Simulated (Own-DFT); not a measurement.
# What a defect does to the pressure of its cell: hexagonal WC

No measurement is shown. These are fixed-geometry runs of a retired plane-wave code named Own-DFT, which no person has reviewed; spin and spin-orbit coupling are neglected.

Common settings: PBE; PseudoDojo norm-conserving scalar-relativistic files; cutoff 50 hartree; 4 x 4 x 4 k mesh centred on Gamma; cold (Marzari-Vanderbilt) smearing of 0.2 eV.

Known weak points: forces on such cells moved up to 12 meV/angstrom on a denser k mesh; stress not checked against mesh or cutoff.

All runs share one cell, with vectors in Å (5.833, -5.052, -2.839); (0.000, -5.052, 8.518); (-5.833, -5.052, -2.839) and a volume of 669.4 Å³. The atoms are randomly displaced, by u rms on each axis. The defect's site can differ from row to row.

```
             cell  formula   u (Å)  P (GPa)
        no defect   C32W32  0.0205     3.33
        no defect   C32W32  0.0206     3.40
        no defect   C32W32  0.0494     6.09
    one W vacancy   C32W31  0.0301     1.92
    one W vacancy   C32W31  0.0329     2.30
    one W vacancy   C32W31  0.0482     4.48
one C on a W site   C33W31  0.0287     2.44
one C on a W site   C33W31  0.0299     2.92
one C on a W site   C33W31  0.0515     4.41
one C on a W site   C33W31  0.0516        ?
one W on a C site   C31W33  0.0296    16.15
one W on a C site   C31W33  0.0297    16.39
one W on a C site   C31W33  0.0308    16.59
    one C vacancy   C31W32  0.0302     3.53
    one C vacancy   C31W32  0.0311     3.37
    one C vacancy   C31W32  0.0501     5.06
```

## What the rows give

P = P0 + c u² + a shift for each defect gives P0 = 2.91 GPa, c = 1242 ± 107 GPa/Å² and a scatter of 0.30 GPa. The shifts, and each times the cell's volume:

- one W on a C site: 12.35 ± 0.24 GPa, 51.6 eV
- one C vacancy: -0.74 ± 0.25 GPa, -3.1 eV
- one C on a W site: -1.46 ± 0.25 GPa, -6.1 eV
- one W vacancy: -1.80 ± 0.25 GPa, -7.5 eV

A positive shift means that the defect pushes the cell outwards. Shift times volume (160.2 GPa Å³ is 1 eV) depends little on the cell's size, so, taken for each site, it can be compared between cells at like pressure. The atoms around the defects weren't relaxed, which would change these numbers.

## The run left out

Asked: what pressure belongs in the blank (one C on a W site, u = 0.0516 Å)?

Estimate: 4.75 ± 0.37 GPa. The calculation gave 4.85 GPa.
